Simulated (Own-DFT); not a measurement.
## Calculated data, Hf36O71 (tetragonal hafnia with one neutral oxygen vacancy, atoms displaced)

Computed with Own-DFT development build. A calculation, not a measurement: plane-wave PBE and HSE06 DFT by an unreviewed code, no spin, of a simulated cell at Gamma alone, so results move with cell size and shape, stress positive in tension, energies less offsets, not probed for a lower state with spin; hafnium file: forces about 75 meV/angstrom off all-electron values; oxygen file: force components 24 meV/angstrom off all-electron in a glass; k mesh not checked against a denser one; forces and stress are PBE's, HSE06 gives the energy alone, and its difference from PBE has offsets of its own; offsets are fitted by least squares, one for each functional and potential file, so energies compare only between cells with the same atoms and settings and are not formation energies; the far tail of each file's local potential was reset to the Coulomb form; each entry is a single point on an unrelaxed cell, so the pressure reflects the starting lattice, taken from the Materials Project, from which strain is counted, and rises with the displacements; printed positions are rounded, which can move forces by about a meV/angstrom; the program is a retired in-house code; no spin-orbit coupling.

Common to all runs: first functional PBE; second functional HSE06; exact exchange share 0.25; screening 0.11 1/bohr; exchange divergence Gygi-Baldereschi; potential files PseudoDojo norm-conserving, scalar-relativistic, made for PBE, standard set; wave cutoff 48 hartree; occupations fixed; k mesh 1 x 1 x 1 centred on Gamma.

(1) 
```xyz
107
Lattice="10.7800 0.0000 0.0000 0.0000 10.7800 0.0000 0.0000 0.0000 10.4493" Properties=species:S:1:pos:R:3:force_x:R:1:force_y:R:1:force_z:R:1 formula=Hf36O71 PBE_energy_of_cell_above_offsets=-97.731 HSE06_less_PBE_above_offsets=0.036 PBE_pressure=2.11 PBE_stress_xx=-0.8 PBE_stress_yy=-2.88 PBE_stress_zz=-2.66 PBE_stress_yz=0.65 PBE_stress_xz=0.51 PBE_stress_xy=0.08
Hf    10.7728     0.0999    10.4055      0.245     -1.581      1.174
Hf     1.7642     1.7652     2.6701      0.775      -0.52     -0.385
O      0.0304     1.8012     1.5913      0.027      0.114     -0.668
O      1.7920    10.7055     3.6873      0.034      1.333     -0.467
O     10.7712     1.8512     4.1534      0.373     -1.568      0.026
O      1.8295     0.0484     1.0283     -0.776      0.086     -0.003
Hf     0.0692    10.7747     5.2429     -1.078      0.525     -0.411
Hf     1.9078     1.8788     7.9007     -1.385     -0.236     -1.267
O     10.7715     1.8247     6.7999      0.526     -0.287      0.106
O      1.7824     0.0663     8.8665      0.303      -0.75     -0.137
O     10.6949     1.7813     9.3992      0.081      1.231      0.163
O      1.8443    10.7691     6.2721     -0.772     -0.518      0.252
Hf     0.0565     3.6655    10.3723     -1.149     -1.662      0.658
Hf     1.7311     5.3772     2.6147      0.585     -0.049      0.319
O     10.6756     5.2413     1.5682      1.767      0.168     -0.048
O      1.7522     3.5712     3.6282      0.503      0.796     -0.594
O     10.7647     5.3289     4.2909      0.341      1.492     -1.395
O      1.8083     3.5860     0.9843     -0.572      0.214      1.111
Hf    10.7744     3.5596     5.2132      0.454      -0.05      1.618
Hf     1.8804     5.4689     7.8020     -0.695     -1.077     -0.027
O      0.0477     5.4384     6.8261     -0.468     -0.297      0.419
O      1.8161     3.5703     8.9598     -0.048      0.875      -0.49
O     10.7732     5.3675     9.4270      0.352       0.92      -0.46
O      1.8432     3.5153     6.2394     -0.429      0.197     -0.011
Hf    10.7311     7.1105    10.3925     -0.919      2.121     -0.185
Hf     1.8259     8.9593     2.6278     -1.305       0.47     -0.008
O     10.7054     9.0643     1.5791      2.576     -0.779      0.069
O      1.8168     7.2144     3.6834     -0.357     -1.134     -1.193
O      0.1076     9.0277     4.2445     -0.542     -1.165     -0.006
O      1.7635     7.1606     0.8992     -0.673      0.073      1.363
Hf    10.7683     7.1673     5.3104       0.11     -0.005     -0.482
Hf     1.8213     9.0349     7.7873     -1.176     -0.116      0.583
O     10.7028     8.9095     6.8404      1.485      0.646     -0.112
O      1.7979     7.1941     8.7740     -0.012      1.168      1.108
O     10.7556     9.0735     9.3934      0.065     -1.227      0.393
O      1.7611     7.1175     6.3356      1.199       0.92     -1.042
Hf     3.5884    10.7763    10.4402     -0.051      0.209      0.739
Hf     5.3272     1.8021     2.5352      2.568      -1.45      1.131
O      3.6115     1.8320     1.5698     -1.937      0.355     -0.226
O      5.4027    10.7591     3.5074     -0.459     -0.937      1.006
O      3.5673     1.7644     4.2018     -0.132      0.114     -0.115
O      5.3378     0.0456     1.0050      0.945     -0.184      -1.22
Hf     3.5812    10.7402     5.2424      0.886       0.73     -0.436
Hf     5.3544     1.7532     7.9687      0.918      2.197     -3.067
O      3.5855     1.7854     6.8386      0.679     -0.044      0.089
O      5.3343     0.0484     8.8377      0.272     -2.384      1.281
O      3.6044     1.7960     9.4366      0.002      0.252     -0.087
O      5.3319     0.0097     6.2827      0.845     -0.285     -0.399
Hf     3.5622     3.5615     0.0723      0.568      1.033     -1.193
Hf     5.3595     5.3119     2.5719      0.349      0.845      0.178
O      3.5506     5.4126     1.4632      0.102     -0.317      1.781
O      5.4331     3.5469     3.6105     -1.043      1.203     -0.013
O      3.5693     5.4148     4.2861      0.304     -0.244     -1.332
O      5.4011     3.5208     1.0284      0.364       0.95     -0.103
Hf     3.6204     3.5836     5.1984      0.426      -0.08      1.252
Hf     5.3815     5.3456     7.8798      0.774      -0.07     -1.125
O      3.5709     5.3448     6.8244      0.757      0.059      -0.44
O      5.4297     3.5664     8.8195      -0.33     -0.043       1.36
O      3.6357     5.4506     9.3700     -0.414     -0.846      0.702
O      5.4189     3.5908     6.2910     -0.605      0.241     -1.267
Hf     3.5520     7.2497    10.4188      0.786     -1.893     -0.451
Hf     5.3673     8.9317     2.5664      0.555      1.757      -0.07
O      3.5720     9.0802     1.5683      0.013     -1.179     -0.023
O      5.4556     7.2315     3.5791     -0.388     -1.455      0.221
O      3.5545     8.9635     4.2207      0.277      0.195     -0.631
O      5.4170     7.1455     0.9452     -2.151      0.495      0.785
Hf     3.6219     7.2526     5.2779     -0.289     -1.149      0.236
Hf     5.4068     8.9919     7.9157     -0.346     -0.707     -1.459
O      3.5993     8.9608     6.7627      0.058     -0.134      0.764
O      5.3350     7.1678     8.8047      0.253      1.099      0.469
O      3.6131     8.9814     9.4354     -0.206      0.805     -0.808
O      5.3898     7.1388     6.2329       0.35      0.153     -0.499
Hf     7.2492    10.7436    10.3631     -0.519      1.006       2.92
Hf     9.0720     1.8424     2.5752     -2.122     -1.819      0.432
O      7.2164     1.7389     1.6403      0.319      0.989     -0.849
O      8.9945    10.7661     3.6321      0.375      0.229      0.131
O      7.0707     1.7682     4.1553      0.872      0.125      1.475
O      8.9461    10.6984     1.1010      0.463      0.745     -1.903
Hf     7.1801    10.6651     5.2689     -0.329      2.388     -0.977
Hf     8.9639     1.7507     7.7818      0.469      1.595     -0.108
O      7.2185     1.8518     6.8727     -0.843     -0.673     -0.087
O      8.9848    10.7703     8.8103     -0.731      0.129       0.98
O      7.2057     1.7404     9.4479      0.103      1.037      0.229
O      8.9986    10.7757     6.2212     -0.035     -0.179      0.521
Hf     7.2400     3.6169     0.0323      0.275     -0.102     -0.955
Hf     8.9898     5.3253     2.6408     -1.132      2.055     -0.545
O      7.1936     5.4924     1.6063     -0.481     -1.378     -0.476
O      9.0396     3.6129     3.5451     -0.329     -1.096      0.445
O      7.1599     5.3320     4.1147      0.019      1.026      0.168
Hf     7.1733     3.6235     5.1353     -0.591     -1.931      1.717
Hf     8.9765     5.4045     7.8581     -0.634      0.225     -1.122
O      7.2185     5.3511     6.8477     -0.297      0.428     -0.989
O      8.9896     3.6714     8.8218     -0.068     -1.729      0.781
O      7.1864     5.4111     9.2966     -0.578     -0.417      2.356
O      8.9775     3.6515     6.1607      0.224     -0.266      -0.16
Hf     7.1333     7.2474     0.0295      1.877     -1.982     -0.518
Hf     9.0576     8.9888     2.5928     -1.514      0.658      0.635
O      7.1638     8.9991     1.6112      0.193     -0.601     -0.379
O      8.9683     7.1871     3.6589      0.368     -0.363      -0.26
O      7.2453     8.9626     4.2697      -0.36      0.116     -0.704
O      8.9772     7.1252     0.9828      0.489      0.503      0.494
Hf     7.2280     7.1808     5.1324     -0.318     -0.955       1.19
Hf     8.9557     9.0267     7.8625      0.504     -1.889     -0.548
O      7.1424     8.9574     6.8026      0.296      0.493      0.626
O      8.8891     7.1508     8.9462      1.066      1.308     -1.022
O      7.1327     8.9558     9.4254     -0.201      0.941     -0.818
O      9.0016     7.2208     6.2300     -0.971     -0.231       0.32
```

Units: PBE_energy_of_cell_above_offsets, HSE06_less_PBE_above_offsets in eV; PBE_pressure, PBE_stress_xx, PBE_stress_yy, PBE_stress_zz, PBE_stress_yz, PBE_stress_xz, PBE_stress_xy in GPa; force_x, force_y, force_z in eV/Å.

(2) 
```xyz
107
Lattice="10.7800 0.0000 0.0000 0.0000 10.7800 0.0000 0.0000 0.0000 10.4493" Properties=species:S:1:pos:R:3 formula=Hf36O71
Hf     0.0347    10.7377     0.0113
Hf     1.8019     1.8258     2.6548
O     10.7604     1.7517     1.6135
O      1.7111    10.7758     3.6724
O     10.6987     1.7475     4.1288
O      1.7622    10.7661     1.0411
Hf    10.7378    10.7641     5.2641
Hf     1.8398     1.8024     7.7843
O     10.7319     1.6733     6.8271
O      1.8695     0.0874     8.8915
O     10.7695     1.8498     9.4635
O      1.7271    10.7286     6.2219
Hf    10.7483     3.5869    10.4267
Hf     1.8035     5.3857     2.5464
O     10.7680     5.3886     1.6241
O      1.8186     3.5523     3.6033
O      1.7427     3.5293     1.0242
Hf    10.7369     3.6273     5.2422
Hf     1.8573     5.4113     7.7906
O      0.0281     5.4231     6.8605
O      1.7221     3.6212     8.8432
O     10.7481     5.3388     9.4550
O      1.8164     3.5255     6.3078
Hf     0.0381     7.1567     0.0072
Hf     1.7874     8.9904     2.5702
O     10.7683     9.0377     1.6448
O      1.8051     7.1348     3.7321
O     10.7120     8.9075     4.2279
O      1.7679     7.2539     0.9906
Hf     0.1106     7.1790     5.1787
Hf     1.8189     8.9791     7.8664
O     10.7739     8.9099     6.7293
O      1.8131     7.1944     8.7638
O     10.7790     8.9025     9.3417
O      1.8719     7.2308     6.1806
Hf     3.5888     0.0470     0.0484
Hf     5.2992     1.7015     2.6854
O      3.6574     1.8842     1.6334
O      5.3387    10.6909     3.6585
O      3.6279     1.8249     4.2084
O      5.3588     0.0692     1.0079
Hf     3.5782    10.7508     5.3020
Hf     5.4492     1.8485     7.7520
O      3.6120     1.7368     6.9015
O      5.3288     0.0705     8.8415
O      3.6085     1.7255     9.3322
O      5.3245    10.7732     6.2588
Hf     3.6704     3.6003    10.4478
Hf     5.4313     5.3852     2.5752
O      3.5193     5.4160     1.5151
O      5.3959     3.6144     3.6247
O      3.6271     5.4287     4.1723
O      5.3715     3.5820     1.0322
Hf     3.5723     3.5579     5.2463
Hf     5.3280     5.4035     7.8921
O      3.6064     5.4514     6.8383
O      5.3512     3.6595     8.8969
O      3.6068     5.3927     9.3264
O      5.4452     3.5997     6.2744
Hf     3.5943     7.2132    10.3850
Hf     5.3366     8.9899     2.6350
O      3.6935     9.0024     1.6344
O      5.3438     7.2702     3.6784
O      3.6076     8.9475     4.2497
O      5.3928     7.1621     1.0424
Hf     3.6867     7.2694     5.2058
Hf     5.3035     9.0173     7.9208
O      3.6839     8.9050     6.8328
O      5.3793     7.0909     8.8641
O      3.5620     8.9495     9.4498
O      5.3673     7.2537     6.2917
Hf     7.2501    10.7580    10.4018
Hf     9.0354     1.8358     2.5766
O      7.1699     1.7492     1.5778
O      8.9657    10.7442     3.7451
O      7.1820     1.7685     4.1914
O      8.9958     0.0066     1.1044
Hf     7.1615    10.7324     5.2512
Hf     8.9204     1.8128     7.8975
O      7.2342     1.7913     6.9045
O      9.0518     0.0477     8.9749
O      7.2682     1.7502     9.5107
O      8.8980     0.0073     6.2822
Hf     7.1454     3.6054     0.0523
Hf     8.9493     5.4490     2.5969
O      7.2130     5.3287     1.5639
O      9.0187     3.5835     3.6792
O      7.2210     5.3191     4.2188
O      9.0352     3.5768     0.9016
Hf     7.1973     3.5664     5.1817
Hf     8.9723     5.4259     7.8632
O      7.2855     5.4057     6.7543
O      9.0342     3.5427     8.9057
O      7.2331     5.4003     9.3526
O      8.9317     3.5713     6.1387
Hf     7.1090     7.1979    10.4384
Hf     8.9253     8.9607     2.5483
O      7.1882     8.9537     1.6013
O      9.0378     7.0976     3.6140
O      7.1623     8.9597     4.2045
O      9.0025     7.0826     1.0925
Hf     7.1375     7.2965     5.1767
Hf     9.0190     8.8823     7.7449
O      7.1934     8.9403     6.8827
O      8.9396     7.2763     8.9062
O      7.1348     8.9889     9.4839
O      8.9742     7.1560     6.2993
```

Q: Hf36O71 (tetragonal hafnia with one neutral oxygen vacancy, atoms displaced) (entry 2): PBE stress zz?
A: -2.16 GPa

Q: Estimate the PBE pressure of Hf36O71 (tetragonal hafnia with one neutral oxygen vacancy, atoms displaced) (entry 2).
A: 2 GPa

Q: Give the table of force values for Hf36O71 (tetragonal hafnia with one neutral oxygen vacancy, atoms displaced) (entry 2).
A: 
Force:
```
element  x (eV/Å)  y (eV/Å)  z (eV/Å)
     Hf    -1.721     1.353    -0.884
     Hf    -1.383    -0.508    -0.864
      O     1.096    -0.055     -0.33
      O     0.942    -0.465    -0.573
      O     0.797     0.911     1.176
      O     1.613    -0.335     0.365
     Hf    -1.534     0.246    -1.119
     Hf    -2.063     0.925     1.651
      O     0.471     0.392     0.006
      O    -0.614    -2.092     -0.26
      O     0.517    -1.835     0.035
      O     2.018     -0.14     0.826
     Hf     1.337    -0.632    -0.483
     Hf    -0.572    -0.521     1.493
      O     0.702      0.26     0.435
      O    -0.129     1.159     0.896
      O     1.401     0.157     0.024
     Hf    -0.375     -0.39    -0.737
     Hf    -0.959      -1.1     0.359
      O    -0.038    -0.456    -0.755
      O     0.973    -0.158    -0.453
      O      0.07     2.302    -0.028
      O    -0.034     0.129    -1.049
     Hf    -1.945    -0.745    -0.582
     Hf     -0.44     0.021     1.521
      O     0.127    -0.402    -0.935
      O    -0.629     0.635    -2.144
      O     0.462     0.894    -0.632
      O     1.105     0.265     0.246
     Hf    -0.789    -0.839     0.572
     Hf    -1.139     0.763    -1.013
      O     0.757      0.43     0.894
      O     0.184    -0.294     1.179
      O     0.913     0.942     0.805
      O    -0.209     0.118     0.943
     Hf     0.137     0.623    -1.055
     Hf      2.88     0.941    -0.349
      O    -1.884    -0.614    -0.872
      O    -0.163     0.963      0.53
      O    -0.111    -1.288     0.574
      O     0.433    -0.422     0.212
     Hf    -0.818     0.077    -0.932
     Hf     -0.88    -0.025     1.846
      O     0.379     0.163    -2.143
      O      0.48    -0.992    -0.152
      O     0.009     1.935     1.901
      O     1.129     0.129     0.212
     Hf    -2.036    -0.605    -0.641
     Hf    -1.127    -0.389       1.3
      O     1.513    -0.104    -0.319
      O    -0.215    -0.445      -0.4
      O     0.182    -1.006     0.385
      O     0.234     0.781     0.276
     Hf     0.684      1.96    -0.607
     Hf     1.827    -0.735    -2.091
      O     0.237     -0.68    -0.937
      O     0.351    -1.484     0.238
      O    -0.319     0.219     1.237
      O    -1.303      -0.6     0.002
     Hf      0.11    -1.827     0.883
     Hf      1.78    -0.167    -0.162
      O     -2.61    -0.194    -0.952
      O     0.834     -1.56    -0.488
      O     -0.53     2.195    -0.819
      O    -0.627    -0.221    -0.193
     Hf    -1.018    -2.635     0.472
     Hf     2.323    -0.159    -0.205
      O    -2.124     1.103     0.048
      O    -0.095     2.562     1.234
      O     0.322      1.09    -0.278
      O     1.365    -0.376    -0.242
     Hf     0.205     0.952     1.592
     Hf     -0.93    -1.131     0.932
      O    -0.238     0.693     0.722
      O    -0.418    -0.344    -1.163
      O    -0.673    -0.592     0.764
      O    -0.022    -0.747    -0.513
     Hf     1.387     0.863    -0.491
     Hf     2.449    -0.755     0.759
      O    -1.386    -0.128    -1.305
      O    -0.433    -1.383    -0.712
      O    -0.831     1.423    -1.054
      O      0.31    -0.586     0.165
     Hf     1.469    -0.659    -0.675
     Hf     0.937    -1.558     0.514
      O    -1.125     0.014    -0.336
      O     0.373     0.658    -1.151
      O    -0.763     2.001    -1.152
      O    -2.122    -0.144     1.991
     Hf    -0.129     0.595    -0.206
     Hf    -0.471     0.055    -0.239
      O    -1.668    -0.225     0.968
      O    -0.729     1.242    -1.408
      O    -0.205    -0.153     1.107
      O     1.549    -0.118     1.481
     Hf     1.846    -0.394    -0.353
     Hf     1.313      0.93     1.738
      O     -0.99    -0.152    -0.257
      O     -0.38     1.515     0.728
      O     0.319     1.129    -0.547
      O    -0.449     0.906    -1.114
     Hf     0.885    -3.293     2.375
     Hf     0.294     1.089     0.316
      O     -1.26     0.346    -0.599
      O     0.059    -1.446     0.244
      O    -0.645    -0.494    -0.441
      O     0.214     0.741    -0.782
```

Further results for Hf36O71 (tetragonal hafnia with one neutral oxygen vacancy, atoms displaced) (entry 2):

```
PBE energy of cell above offsets : -96.849 eV
HSE06 less PBE above offsets     : 0.058 eV
PBE stress xx                    : -3.07 GPa
PBE stress yy                    : -0.78 GPa
PBE stress yz                    : 0.47 GPa
PBE stress xz                    : -0.86 GPa
PBE stress xy                    : 0.06 GPa
```
